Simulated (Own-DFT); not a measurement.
# Computed records: Al₃₂O₄₇ (corundum with one vacancy, atoms displaced)

All values are calculated (Own-DFT development build). A calculation, not a measurement: plane-wave PBE density functional theory by an unreviewed code, no spin, of a simulated periodic cell, stress positive in tension, free energy of the whole cell less one offset for each atom, defect cell not probed for a lower state with spin; oxygen file: force components 24 meV/angstrom off all-electron in one glass; forces on such cells passed a denser k mesh, this cell's mesh not checked; offsets are fitted by least squares, one for each functional and potential file, so energies compare only between cells with the same atoms and settings and are not formation energies; the far tail of each file's local potential was reset to the Coulomb form; each entry is a single point on an unrelaxed cell, so the pressure reflects the starting lattice, mostly measured values, from which strain is counted, and rises with the displacements; printed positions are rounded, which can move forces by about a meV/angstrom; the program is a retired in-house code; no spin-orbit coupling; before rounding, a Quantum ESPRESSO 7.3.1 run of the same cell and cutoff gave forces within 1 meV/angstrom rms on each cell, which checks the program and not the settings.

### Al₃₂O₄₇ (corundum with one vacancy, atoms displaced)

```
cell vectors (Å)
   5.4940     0.0000     8.6604
  -2.7470     4.7579     8.6604
  -2.7470    -4.7579     8.6604
atoms (fractions of the cell vectors)
Al  0.17716  0.17632  0.17767
Al  0.31871  0.32164  0.32914
Al  0.42485  0.42269  0.43166
Al  0.07403  0.07273  0.07238
O   0.27588  0.47596  0.12022
O   0.47184  0.12892  0.27741
O   0.12641  0.27973  0.46675
O   0.22146  0.01943  0.38249
O   0.03138  0.37220  0.22466
O   0.37934  0.22532  0.02732
Al  0.18095  0.17507  0.67474
Al  0.32348  0.32598  0.82481
Al  0.43178  0.42088  0.92627
Al  0.07334  0.07637  0.57402
O   0.27734  0.47254  0.62090
O   0.46251  0.12899  0.78205
O   0.12960  0.27794  0.96663
O   0.22178  0.03322  0.86983
O   0.02753  0.37070  0.72727
O   0.37663  0.21719  0.53441
Al  0.17438  0.67698  0.17847
Al  0.32259  0.82028  0.32296
Al  0.42018  0.92704  0.43075
Al  0.07052  0.57695  0.07629
O   0.27626  0.97002  0.12523
O   0.47235  0.62989  0.27368
O   0.12394  0.77497  0.47217
O   0.22840  0.53296  0.36872
O   0.02740  0.87084  0.22301
O   0.37324  0.72819  0.02427
Al  0.17612  0.68379  0.67259
Al  0.32201  0.82431  0.82597
Al  0.42537  0.92658  0.92488
Al  0.07161  0.57182  0.57365
O   0.27466  0.96694  0.63669
O   0.11885  0.77941  0.97515
O   0.22207  0.53422  0.87451
O   0.02678  0.87197  0.72255
O   0.37479  0.71871  0.52659
Al  0.67749  0.17565  0.17950
Al  0.82690  0.32818  0.32366
Al  0.92768  0.43284  0.42259
Al  0.56741  0.07492  0.07953
O   0.77929  0.46992  0.12547
O   0.97478  0.12449  0.28143
O   0.62908  0.28254  0.46831
O   0.72647  0.02165  0.37519
O   0.53165  0.37136  0.22102
O   0.87901  0.22007  0.02725
Al  0.68312  0.17483  0.67437
Al  0.82710  0.32161  0.81794
Al  0.92346  0.42677  0.92299
Al  0.57814  0.07450  0.56518
O   0.77813  0.46999  0.62646
O   0.96959  0.12621  0.77788
O   0.62420  0.27663  0.97545
O   0.72419  0.03000  0.87300
O   0.52737  0.37525  0.72377
O   0.87774  0.22479  0.52919
Al  0.67158  0.67307  0.17603
Al  0.82654  0.81989  0.32139
Al  0.92549  0.92956  0.41603
Al  0.57631  0.57660  0.06713
O   0.78126  0.96661  0.12994
O   0.97024  0.63432  0.26957
O   0.62643  0.77507  0.47222
O   0.72077  0.52565  0.37625
O   0.53094  0.87464  0.21811
O   0.86848  0.72406  0.02680
Al  0.67758  0.67438  0.67753
Al  0.82639  0.81802  0.82792
Al  0.93449  0.91565  0.92756
Al  0.57509  0.56869  0.57847
O   0.78162  0.96619  0.62392
O   0.97362  0.62671  0.77364
O   0.62123  0.77577  0.97292
O   0.72485  0.53145  0.87286
O   0.53638  0.87515  0.71934
O   0.87160  0.72009  0.52915
```

It was run with functional PBE, potential files PseudoDojo norm-conserving, scalar-relativistic, standard set, wave cutoff 72 hartree, occupations Fermi-Dirac, smearing width 0.1 eV and k mesh 3 x 3 x 3 centred on Gamma.

It finds free energy of cell above offsets -56.496 eV; pressure 7.22 GPa; stress xx -7.86 GPa; stress yy -7.39 GPa; stress zz -6.4 GPa; stress yz 0.35 GPa; stress xz -0.02 GPa; stress xy 0.17 GPa.

Force:
| element | x (eV/Å) | y (eV/Å) | z (eV/Å) |
| --- | --- | --- | --- |
| Al | 0.436 | 0.016 | -0.639 |
| Al | 1.242 | 1.699 | 0.64 |
| Al | 0.676 | 1.142 | 0.239 |
| Al | 0.344 | 0.34 | 0.622 |
| O | -0.329 | -0.966 | 0.881 |
| O | -0.326 | -1.152 | -0.497 |
| O | -0.289 | -0.641 | 0.488 |
| O | -0.056 | 0.962 | 0.375 |
| O | -0.312 | 0.575 | 0.212 |
| O | -1.026 | -0.559 | -0.999 |
| Al | -0.843 | -0.554 | -0.12 |
| Al | 0.001 | 0.505 | -0.317 |
| Al | -0.899 | 1.305 | 0.549 |
| Al | -0.436 | -0.779 | -0.345 |
| O | -0.267 | -0.643 | 0.621 |
| O | 1.238 | 0.214 | 0.313 |
| O | -0.884 | -0.44 | 0.226 |
| O | -0.006 | -1.088 | 0.031 |
| O | 0.485 | 0.985 | -0.53 |
| O | -0.028 | 1.212 | -0.653 |
| Al | 1.083 | 0.428 | -0.263 |
| Al | -0.217 | 0.091 | 0.36 |
| Al | 1.091 | -0.395 | -0.143 |
| Al | 0.966 | 0.284 | -0.685 |
| O | -0.208 | 0.095 | 0.343 |
| O | 0.288 | -1.073 | -0.826 |
| O | -0.067 | 0.659 | -0.079 |
| O | -0.386 | -0.992 | -0.826 |
| O | -0.095 | 0.705 | 0.706 |
| O | -0.102 | -0.61 | -0.383 |
| Al | 0.332 | -1.019 | -1.151 |
| Al | 1.055 | -1.062 | 0.062 |
| Al | 0.132 | 0.646 | 0.288 |
| Al | -0.106 | 0.323 | 1.136 |
| O | 0.438 | 1.825 | -0.982 |
| O | 1.179 | -0.091 | 0.852 |
| O | 0.146 | -0.032 | -0.695 |
| O | -0.259 | 0.678 | 1.039 |
| O | 0.406 | 0.039 | 0.874 |
| Al | 0.657 | 0.41 | -0.763 |
| Al | 0.186 | -0.279 | -0.611 |
| Al | -0.27 | -0.392 | -0.717 |
| Al | 1.833 | 0.082 | 0.323 |
| O | 0.117 | 0.217 | -0.029 |
| O | 0.006 | 0.415 | -0.409 |
| O | -0.192 | -0.748 | -0.568 |
| O | -0.447 | 0.775 | -0.002 |
| O | -0.751 | 0.252 | 0.525 |
| O | -0.582 | -0.104 | -0.284 |
| Al | -0.476 | -0.493 | -0.832 |
| Al | -0.786 | -1.01 | 0.442 |
| Al | 0.496 | -0.379 | 1.044 |
| Al | -0.139 | -1.33 | 1.437 |
| O | 0.243 | 0.425 | 0.023 |
| O | 0.82 | -0.212 | -0.188 |
| O | 0.777 | 0.189 | 0.476 |
| O | -0.239 | -0.41 | -0.022 |
| O | 0.416 | -0.092 | -0.318 |
| O | -0.043 | 0.147 | -0.332 |
| Al | -0.146 | 0.246 | 0.609 |
| Al | -1.309 | -0.017 | 0.417 |
| Al | -0.018 | -1.532 | 1.256 |
| Al | -0.701 | -0.836 | -0.034 |
| O | -0.172 | 1.035 | -0.56 |
| O | 0.568 | -1.831 | -0.554 |
| O | -0.521 | 0.025 | -0.307 |
| O | 0.149 | 0.307 | 0.568 |
| O | -0.771 | -0.248 | 0.104 |
| O | 0.685 | -0.804 | 0.607 |
| Al | -0.854 | 0.466 | -0.382 |
| Al | -0.568 | 1.02 | -0.614 |
| Al | -2.384 | 1.492 | -0.497 |
| Al | -0.554 | 0.756 | 0.112 |
| O | -0.507 | 0.588 | 0.391 |
| O | -0.055 | -0.789 | -0.267 |
| O | 0.546 | 0.346 | 0.57 |
| O | 0.199 | -0.312 | -0.716 |
| O | -0.593 | -0.09 | -0.59 |
| O | 0.983 | 0.077 | -0.03 |
